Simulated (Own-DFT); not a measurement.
# Which arrangement is lower? As32Ga32, 64 atoms

Calculated results; nothing here was measured. They come from Own-DFT, an in-house plane-wave density functional program, since retired, whose code no person has reviewed. Each row is one single-point run on a periodic cell that was not relaxed, without spin or spin-orbit coupling.

Settings of every run: PBE; PseudoDojo norm-conserving scalar-relativistic files; cutoff 42 hartree; 3 x 3 x 3 k mesh centred on Gamma; Fermi-Dirac smearing of 0.1 eV.

Known limits, some of them of some rows only: not probed for a lower state with spin; forces on such cells failed a check on a denser k mesh; forces not confirmed at this smearing and k mesh; stress not checked against mesh or cutoff.

All cells hold the same atoms in the same cell, with vectors in Å (11.307, 0.000, 0.000); (0.000, 11.307, 0.000); (0.000, 0.000, 11.307). Every atom was moved at random from its ideal site; u is the rms move along one axis. The defect's site can differ from row to row. E is the free energy of the cell above the lowest run. The arrangements:

- A: zincblende GaAs
- B: zincblende GaAs, with one As on a Ga site and one Ga on an As site, 2.4 Å apart

```
arrangement,u (Å),E (eV),P (GPa)
A,0.0186,0.000,3.51
A,0.0198,0.099,3.53
A,0.0224,0.115,3.52
A,0.0508,2.029,3.93
A,0.0509,2.078,3.94
A,0.0521,2.428,3.96
B,0.0275,2.979,3.90
B,0.0289,2.797,3.85
B,0.0295,3.010,3.90
B,0.0486,4.550,4.21
B,0.0489,4.598,4.30
B,0.0503,4.901,4.35
```

Question: once the cost of the random moves is taken out, how do the arrangements rank?

## Worked answer

Fit E = a + b u², with one b for all and one a for each arrangement, and with residuals divided by u², since the noise grows with the moves. Then b = 988 eV/Å², the scatter at u = 0.04 Å is 0.17 eV, and against A:

- B: 2.47 ± 0.06 eV (higher)

These are energies of unrelaxed cells. Relaxing the atoms lowers the strained arrangements most, so the gaps would shrink and small ones could change sign.
